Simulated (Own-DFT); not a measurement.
Simulation results for InAs (zincblende, strongly disordered by large displacements), GaP (zincblende, strongly disordered by large displacements)

Computed with Own-DFT development build. A calculation, not a measurement: plane-wave PBE density functional theory by an unreviewed code, no spin, of a simulated periodic cell, stress positive in tension, free energy of the whole cell less one offset for each atom, forces on such cells passed a denser k mesh, this cell's mesh not checked; broken bonds can close the gap or carry spin, so checks made on this kind of crystal may not hold here; offsets are fitted by least squares, one for each functional and potential file, so energies compare only between cells with the same atoms and settings and are not formation energies; the far tail of each file's local potential was reset to the Coulomb form; each entry is a single point on an unrelaxed cell, so the pressure reflects the starting lattice, mostly measured values (interpolated for alloys), from which strain is counted, and rises with the displacements; printed positions are rounded, which can move forces by about a meV/angstrom; the program, named Own-DFT, is a retired in-house code; no spin-orbit coupling.

Settings shared by all entries: functional PBE; potential files PseudoDojo norm-conserving, scalar-relativistic, standard set; wave cutoff 42 hartree; occupations Fermi-Dirac; smearing width 0.1 eV; k mesh 3 x 3 x 3 centred on Gamma.

(1) 
```xyz
64
Lattice="12.1166 0.0000 0.0000 0.0000 12.1166 0.0000 0.0000 0.0000 12.1166" Properties=species:S:1:pos:R:3:force_x:R:1:force_y:R:1:force_z:R:1 formula=InAs hardware=one_NVIDIA_H200 free_energy_of_cell_above_offsets=-2.313 pressure=8.69 stress_xx=-8.69 stress_yy=-8.29 stress_zz=-9.09 stress_yz=-2.83 stress_xz=-1.17 stress_xy=0.77 wall_time=1157
In     0.1506    12.0696    12.0556      1.057       3.03     -0.999
In     0.3259     2.6809     3.0118     -1.196      1.743      0.171
In     3.0400    11.8559     3.0177      -4.02     -0.777     -0.553
In     3.3410     3.0773     0.1336     -1.053     -0.634     -0.876
As     1.6894     1.3370     1.4532      0.933      0.183     -0.775
As     1.1553     4.7629     4.3548      1.348     -0.677      0.517
As     4.3781     1.0723     4.3121      2.178      4.643      2.701
As     4.8991     4.3675     1.5839     -5.632       7.02      -6.02
In     0.0410    12.1032     6.0890     -2.023      1.192      1.295
In     0.0689     2.9787     9.1403      0.495      1.187      0.046
In     2.8302     0.1397     8.9154      0.087     -2.105      0.774
In     3.0579     3.0441     6.2341      0.368      0.819     -4.065
As     1.6099     1.6408     7.4090     -3.004     -1.029      0.775
As     1.9367     4.8862    10.8093     -0.685     -1.835      -0.47
As     4.2994     1.7027    10.1896      0.972     -0.277      1.994
As     4.6563     4.3412     7.4722      3.209      0.211     -0.634
In     0.1106     6.1177    12.0155     -0.552     -0.864      1.451
In     0.0551     9.3795     3.1519     -3.189     -3.529     -4.185
In     3.0605     6.0245     2.8278     -0.368     -1.603      0.262
In     2.8731     8.9540     0.0673     -1.907      3.728      2.112
As     1.4388     7.5373     1.6232     -0.982      0.883      0.227
As     1.2543    10.6433     4.5407      2.587      2.786      1.469
As     4.4121     7.6578     4.0894       1.12      0.653      2.208
As     4.7275    10.8752     1.7407      0.683     -2.087     -2.747
In    12.0330     6.2437     6.2488     -1.575     -1.708     -2.426
In    12.0620     9.3767     9.2237     -2.698      -4.64         -3
In     3.2376     5.7027     8.8113     -1.385      2.648      0.812
In     2.9252     9.3119     5.7364      0.667     -2.449     -0.181
As     1.4003     7.6727     7.2880      2.411      1.878       2.76
As     1.2531    10.6165    10.5121      5.494      1.751      2.057
As     4.1995     7.6314    10.9203      3.484     -2.842     -3.715
As     4.1287    10.2761     7.6683      1.115      1.656      0.048
In     5.9524     0.1065    12.0574      1.027      0.403     -0.556
In     6.0282     3.1807     2.8364      5.856     -7.668      6.132
In     9.2905    12.0289     3.1635       0.71     -1.563      0.578
In     9.1776     2.8177     0.2025     -1.047      2.201     -4.054
As     8.2097     1.4047     1.6584     -5.563      -1.01      0.929
As     7.5594     4.4600     4.4229       1.89     -1.504     -0.778
As    10.5672     1.6742     4.4702      0.835     -0.655      1.184
As    10.4530     4.3836     1.3431      3.058      2.974      2.143
In     5.8974    12.0180     5.9556      -0.61      -1.44      0.119
In     6.3510     2.7354     9.0328     -1.208      2.512      0.958
In     8.8557     0.3084     9.2756      2.544     -1.981      2.803
In     9.1630     3.1443     6.1209     -1.397     -1.378     -0.679
As     7.3338     1.0240     7.7042     -0.111      1.143     -3.629
As     7.4470     4.5513    10.5556      1.119     -0.054      0.513
As    10.6610     1.6470    10.7244      0.373      -0.85     -1.101
As    10.3848     4.7520     7.5211      5.707     -5.917     -6.475
In     6.1897     6.4321     0.1151     -1.337     -1.682     -1.955
In     6.1855     9.1304     2.8464     -2.121        1.4      1.374
In     9.0717     6.1345     2.9646      0.463     -2.357     -0.627
In     9.2912     9.2791    11.9732      2.069     -3.023      2.922
As     7.4819     7.5564     1.7792      2.862     -0.032     -1.972
As     7.5217    10.6055     4.3616      0.993     -0.088      1.656
As    10.5108     7.5452     4.3545      3.142     -1.092     -0.912
As    10.7263    10.8734     1.1479     -1.749     -2.198      4.102
In     6.3379     5.9211     5.8025     -2.137      2.627      2.337
In     5.8861     8.9234     8.9626      0.343     -0.277      1.377
In     9.5302     5.8420     9.0390     -6.011      5.538      8.511
In     9.3914     9.0214     5.7213     -2.925      2.775      3.482
As     7.6443     7.3933     7.8719      0.144      0.074      -1.83
As     7.7440    10.3312    10.7670     -4.839      3.328     -3.455
As    10.5859     7.4517    10.7706      0.106      0.918     -1.493
As    10.4577    10.8040     7.9599     -0.128     -0.081     -2.637
```

Units: free_energy_of_cell_above_offsets in eV; pressure, stress_xx, stress_yy, stress_zz, stress_yz, stress_xz, stress_xy in GPa; wall_time in s; force_x, force_y, force_z in eV/Å.

(2) 
```xyz
64
Lattice="10.9010 0.0000 0.0000 0.0000 10.9010 0.0000 0.0000 0.0000 10.9010" Properties=species:S:1:pos:R:3:force_x:R:1:force_y:R:1:force_z:R:1 formula=GaP hardware=one_NVIDIA_H100 free_energy_of_cell_above_offsets=1.133 pressure=10.92 stress_xx=-10.41 stress_yy=-11.32 stress_zz=-11.04 stress_yz=-1.83 stress_xz=-3 stress_xy=-0.54 wall_time=543.5
Ga     0.0562    10.7610    10.6533     -3.733      3.454      4.594
Ga     0.0272     2.7983     2.9317     -3.847     -2.851     -1.361
Ga     2.6541    10.6860     2.4313      0.842     -0.356      2.552
Ga     2.3361     2.5549    10.8787      1.151      0.018       0.04
P      1.0773     1.1866     1.7300      0.401      0.219     -3.507
P      1.1189     4.0608     4.1070      2.875      2.906      2.227
P      4.5070     1.5038     3.9596     -4.103     -1.884      1.336
P      3.7732     3.7812     1.6217      0.418      1.103     -2.443
Ga    10.6630     0.0566     5.6306      4.781      1.099      0.251
Ga     0.0687     2.9333     7.9681     -3.274       2.07      2.004
Ga     2.8563    10.7255     8.2207     -1.606      3.043      0.942
Ga     2.9625     2.8428     5.4448     -2.239     -2.381     -1.642
P      1.0317     1.5465     6.8820      5.177     -3.763     -3.147
P      1.2985     4.2181     9.2879      1.075     -1.364      1.673
P      4.2702     1.4073     9.2035     -3.673     -4.045      4.191
P      4.0719     4.2379     6.6401     -0.367     -0.232      3.838
Ga     0.0880     5.3179    10.7840     -1.878      1.768      1.153
Ga     0.0802     8.1467     2.6434     -3.291      1.315      3.949
Ga     2.2277     5.2899     2.4138      1.535      -0.22      1.916
Ga     2.8608     8.3107    10.8990     -1.748     -1.872     -2.892
P      1.3775     7.1335     1.4944      2.382      -3.49      -4.39
P      1.2022     9.4905     4.1062      1.826      0.771      0.601
P      4.2380     6.5600     4.1058     -1.891      1.704     -0.886
P      4.2062     9.1726     1.4176     -1.863      3.684     -0.014
Ga    10.8214     5.6684     5.4782      0.221     -6.012     -0.499
Ga     0.0474     8.3174     8.2541     -2.591     -4.436     -3.408
Ga     2.5612     5.6185     8.1039      1.643      0.149     -0.536
Ga     2.6404     8.2474     5.6296     -1.934     -3.294     -3.883
P      1.1685     6.7172     6.6496      3.687       3.62       3.99
P      1.0289     9.7745     9.2006       6.33      0.372      0.667
P      4.2230     6.6870     9.4267     -0.955      1.561       0.28
P      3.7554     9.5601     6.7273      5.131      1.208      0.247
Ga     5.2487    10.8263     0.3563       2.25      1.779     -2.322
Ga     5.5894     2.7552     2.6176     -2.683     -0.871     -3.607
Ga     7.8250     0.4068     2.9483      2.999     -3.649      3.109
Ga     7.9875     2.9477     0.1495      1.257     -3.903     -1.654
P      7.0597     1.5229     1.4656     -3.687     -0.725     -3.432
P      6.7606     3.7735     3.8866      3.234      4.553      3.201
P      9.5845     1.0007     4.2251     -2.421      4.974     -3.572
P      9.2048     3.9721     1.3594      6.666      1.979      1.595
Ga     5.5290     0.1220     5.3940     -1.992     -0.461      0.915
Ga     5.3363     2.8901     8.3083      0.069      1.522     -4.273
Ga     8.3244     0.0627     8.0161       1.35     -1.476       1.71
Ga     7.7332     2.7167     5.5842      3.989      2.486     -1.603
P      7.0427     1.1335     6.6478     -3.039     -0.869      2.593
P      6.8476     3.5673     9.5464     -0.795       5.62     -2.067
P      9.5532     1.6324     9.3079      0.002     -1.033      1.819
P      9.5703     4.1583     6.6471     -2.465      0.379      0.771
Ga     5.3665     5.6187     0.2602     -3.166     -4.115     -2.629
Ga     5.4596     7.9267     2.4950      0.093      0.156      5.967
Ga     8.2578     5.3037     2.7450     -1.219      1.988       2.22
Ga     8.1438     8.3581     0.0972      1.499     -1.037      1.048
P      6.6865     6.6931     1.3895      6.072      0.332      0.094
P      6.7852     9.7143     4.2205      0.669     -3.659     -1.674
P      9.5540     6.7996     4.4236      -0.88      0.153     -7.935
P      9.7146     9.6324     1.6551     -2.573      0.894     -2.579
Ga     5.4842     5.1501     5.3142      1.687      1.275     -1.078
Ga     5.5278     8.3512     7.9581      -0.69       0.17      1.299
Ga     8.2176     5.8356     8.2561     -1.535     -4.282     -2.297
Ga     8.2537     7.9219     5.5004     -3.997      3.091      2.288
P      6.5581     6.5659     6.9687      0.822       0.91     -1.847
P      6.9009     9.5973     9.6444     -1.371      1.299     -1.522
P      9.4682     6.9564     9.4116      2.674      1.682      3.937
P      9.7814     9.3924     6.5460     -3.303     -3.024      3.685
```

Units: free_energy_of_cell_above_offsets in eV; pressure, stress_xx, stress_yy, stress_zz, stress_yz, stress_xz, stress_xy in GPa; wall_time in s; force_x, force_y, force_z in eV/Å.

(3) 
```xyz
64
Lattice="10.9010 0.0000 0.0000 0.0000 10.9010 0.0000 0.0000 0.0000 10.9010" Properties=species:S:1:pos:R:3:force_x:R:1:force_y:R:1:force_z:R:1 formula=GaP hardware=one_NVIDIA_H100 free_energy_of_cell_above_offsets=50.851 pressure=22.29 stress_xx=-20.82 stress_yy=-22.01 stress_zz=-24.04 stress_yz=6.75 stress_xz=-0.03 stress_xy=-3.77 wall_time=627.2
Ga    10.8261    10.8115     1.0237      1.457      2.119     -2.803
Ga     0.5910     2.6158     3.0738     -3.691     -1.146     -1.171
Ga     2.9559     0.0498     2.9468     -0.798     -1.101     -4.208
Ga     2.7318     2.3218    10.6615      1.485       1.38     -1.599
P      1.2411     1.6997     1.2941      0.734     -2.152     -0.526
P      1.4195     3.9737     4.3275      1.021      3.157      2.196
P      3.9069     1.5121     4.2043     -11.91      5.592      4.328
P      4.5104     3.7846     1.2383     -4.222     -5.345      6.444
Ga    10.6176     0.3179     5.4304       1.55     -0.796      0.726
Ga    10.8454     2.4233     8.2396     -6.995      6.553      4.594
Ga     3.0962    10.4338     7.8242     -5.479      1.386      3.295
Ga     2.3449     2.5969     5.9134      7.323      5.863     -7.636
P      1.3104     1.8289     7.2113      3.097     -10.87      -0.18
P      1.6723     4.1426     9.1476     -6.784     -8.683      5.527
P      3.9722     1.4368     8.6231     -8.485     -5.419      4.661
P      4.0718     4.4819     6.6480     -4.186     -5.504      3.865
Ga    10.8325     6.1015    10.5384     -7.203     -10.42      4.347
Ga     0.6070     7.8216     2.4437     -0.398     -0.046      0.559
Ga     2.7284     5.6417     3.2586     -0.238     -0.286     -1.741
Ga     3.3335     8.5020    10.3373     -0.456     -1.748      0.795
P      1.4934     6.5740     0.4485      11.42      3.481      7.606
P      1.9808     9.8767     4.4942     -3.218     -0.574      1.103
P      4.0758     7.4114     4.0435      6.638     -6.271     -5.589
P      4.5863     9.1311     1.1001     -4.815      6.535     -6.369
Ga    10.8382     5.4352     5.6864     -5.658     -7.953     -4.152
Ga    10.1999     8.4670     7.9008      6.642      1.882      0.485
Ga     2.6375     5.5229     8.4147       1.65      4.691     -8.178
Ga     2.8789     7.9239     5.3277     -8.008      3.635      8.707
P      0.9435     6.8443     6.2752      7.222      9.304      4.468
P      1.6915     9.6386     9.7491     -2.321      2.331     -1.764
P      3.9862     6.6401     9.3362      4.533      2.633       1.64
P      4.6326     9.6153     6.8634     -0.017      4.012     -9.818
Ga     5.3075     0.1005     0.1552      0.044      1.541     -1.161
Ga     4.8306     2.4131     2.7918      6.043      3.182     -5.036
Ga     8.1462     0.0727     3.3498     -4.187      -5.81     -4.095
Ga     7.7865     2.8653     0.0227      5.046     -1.617       2.34
P      6.7411     1.4217     1.2648     -0.637     -1.583      3.055
P      7.3593     4.1179     3.5048     -7.105     -8.239      5.935
P      9.2361     1.5068     4.0321      5.045      5.963      2.049
P      9.7799     4.5191     1.2633      0.659     -1.377     -1.578
Ga     5.3052     0.4474     4.6601      11.21       -8.2      5.375
Ga     5.4111     2.5371     8.3712      9.434      6.862     -2.741
Ga     8.4033    10.4330     8.0020     -3.775      5.183      4.449
Ga     8.1675     3.2833     5.3829      -3.97     -2.892     -2.678
P      7.1548     1.6083     7.0225     -0.707     -0.558     -1.341
P      6.7869     4.0373     9.6404     -6.812      0.085      0.772
P      9.5178     1.5124     9.4838     -3.138     -3.033      3.217
P      9.5086     3.9095     6.6861       3.61      2.462      5.225
Ga     4.7822     4.9549    10.7605      3.185      7.954     -7.577
Ga     5.2844     8.2355     2.5336      7.516     -5.154       6.87
Ga     8.1997     5.4182     2.5212      3.876      8.887     -5.348
Ga     8.0982     8.6080     0.0772     -0.803     -1.691     -0.356
P      6.6453     6.5548     1.0307      0.114      1.106       0.46
P      6.7512     9.3854     4.3900     -3.517      2.783     -3.364
P      9.0753     7.2900     3.7721      3.477     -2.918     -3.934
P      9.6065     9.2549     1.6325     -1.598     -1.328      1.981
Ga     5.1963     5.6525     5.5959      3.942      3.904     -4.204
Ga     5.2193     8.2963     8.0506      4.113     -8.091      5.341
Ga     7.9402     5.0075     8.3929      4.323      3.918     -5.785
Ga     8.2754     8.2854     5.3233      -6.04     -6.839      -3.32
P      7.0218     6.4968     6.6250     -0.061      0.988      1.104
P      6.3149     9.4362     9.7564       2.38      0.373     -1.415
P     10.3547     7.1451     9.1327     -4.353     -1.824     -1.289
P      9.1813     9.2288     6.5868      2.796      9.716      -2.56
```

Units: free_energy_of_cell_above_offsets in eV; pressure, stress_xx, stress_yy, stress_zz, stress_yz, stress_xz, stress_xy in GPa; wall_time in s; force_x, force_y, force_z in eV/Å.

(4) 
```xyz
64
Lattice="12.1166 0.0000 0.0000 0.0000 12.1166 0.0000 0.0000 0.0000 12.1166" Properties=species:S:1:pos:R:3:force_x:R:1:force_y:R:1:force_z:R:1 formula=InAs hardware=one_NVIDIA_H200 free_energy_of_cell_above_offsets=-3.996 pressure=8.55 stress_xx=-9.38 stress_yy=-8.15 stress_zz=-8.13 stress_yz=0.01 stress_xz=1.22 stress_xy=-0.59 wall_time=1167
In     0.2687     0.1070    11.8756     -0.064     -2.956      0.741
In    12.0137     3.0236     2.7871      3.538      2.384     -2.788
In     3.0557     0.3778     2.8297      1.465     -2.229      3.755
In     2.9016     2.9509    11.9777      1.439       -1.8      2.932
As     1.4460     1.0286     1.4559     -1.887      5.361      -0.16
As     1.5685     4.6898     4.3265     -4.394     -3.891       3.09
As     4.3608     1.5564     4.4707      1.697     -0.743      1.049
As     4.6404     4.5953     1.8187     -0.437     -0.893     -0.919
In    12.0071     0.1313     5.9867      0.274     -0.711     -0.434
In     0.0416     3.2888     8.7786      2.463     -1.927      3.098
In     3.3312     0.2204     9.0921     -4.287     -0.008      0.685
In     3.2090     3.1854     5.9196     -3.609     -0.498     -0.758
As     1.4220     1.5626     7.5688      1.276     -0.057     -0.427
As     1.7688     4.5991    10.8246     -2.474       2.35     -2.874
As     4.5278     1.6123    10.5371      2.097      1.508      1.822
As     4.7529     4.3021     7.2841      0.984      2.948      1.926
In    12.0133     6.0232     0.0007      1.398     -0.035       0.46
In    11.8148     9.2055     3.1564       2.92     -1.354       0.66
In     3.0857     6.0451     3.4690      0.188     -0.019     -4.886
In     2.8062     8.7169     0.3167      1.286      1.586     -3.069
As     1.4715     7.5140     1.8261     -2.058     -1.472      1.126
As     1.3769    10.5237     4.4378       1.36      1.311      0.887
As     4.5176     7.4666     4.4084      3.532      3.292      2.982
As     3.9916    10.7611     1.4383      2.696     -1.612     -0.598
In    11.8142     6.2185     6.0460      2.321      0.334     -0.086
In     0.0964     8.8546     9.2971      0.387      4.555      0.499
In     3.2435     6.1777     9.0356     -0.318     -1.127     -0.342
In     3.0877     9.0474     5.9450     -0.889      0.929      0.811
As     1.4785     7.7557     7.8770      2.831     -2.903     -4.276
As     1.4086    10.6796    10.5461       2.64     -2.048     -1.152
As     4.6200     7.5819    10.6024      1.183      0.558      0.843
As     4.4135    10.9234     7.6487      1.465     -4.453     -1.858
In     5.9024     0.1917     0.2597     -0.239     -1.438     -1.062
In     6.0873     2.7027     3.0336     -0.725      0.953     -0.511
In     8.6428    11.9906     3.2131      2.395      0.511     -0.881
In     9.1007     2.5971     0.0877      2.422      4.387     -2.903
As     7.7181     1.5498     1.4825     -3.365     -2.667      3.122
As     7.5968     4.4967     4.0474     -1.722     -1.124       2.92
As    10.7951     1.7861     4.2047     -3.952     -3.345      4.159
As    10.4777     4.5246     1.3703     -0.835      0.103      0.101
In     5.9141    12.1131     6.1150        0.5      0.366     -1.164
In     6.1791     2.9534     8.9071     -2.644      2.883      3.274
In     9.1143     0.3024     9.2317     -0.861     -2.162     -1.117
In     9.1556     3.4506     5.8623      0.329     -1.218      0.246
As     7.3570     1.5471     7.6467      4.269     -2.532      -3.41
As     7.5140     4.4806    10.5452      1.017     -1.229      0.253
As    10.5934     1.0980    11.0032     -2.057       2.92     -2.581
As    10.6981     4.7398     7.7310      -2.43      0.614     -1.973
In     6.2530     5.7948     0.1434     -0.934      1.923      0.576
In     5.8401     8.9640     2.7816     -1.761      2.256      0.704
In     8.9058     6.1241     3.0388      1.828      1.903     -2.096
In     9.4023     8.7999    11.9933     -0.861      2.408      1.159
As     7.7359     8.0731     1.6605      0.968     -2.616     -1.267
As     7.4409    10.4973     4.6971     -1.008     -1.243      1.194
As    10.5730     7.5243     4.3461     -1.771     -0.409      1.837
As    10.5095    10.4638     1.7774     -2.219      2.755     -3.261
In     6.2438     6.0860     5.9238      0.046     -0.445     -0.221
In     6.4744     9.1047     8.8795     -3.509      3.182      3.451
In     9.1010     5.9697     9.1937      -0.49      0.297      0.652
In     9.0712     9.1359     6.6516      1.372       1.75     -3.942
As     7.7273     7.6022     7.6909     -0.831     -5.262     -1.107
As     7.6773    10.5615    10.8509     -0.236      0.482     -0.764
As    10.7557     7.5390    10.4424     -1.953     -3.117      1.442
As    10.8805    10.3369     7.6494       0.23      2.734      0.429
```

Units: free_energy_of_cell_above_offsets in eV; pressure, stress_xx, stress_yy, stress_zz, stress_yz, stress_xz, stress_xy in GPa; wall_time in s; force_x, force_y, force_z in eV/Å.
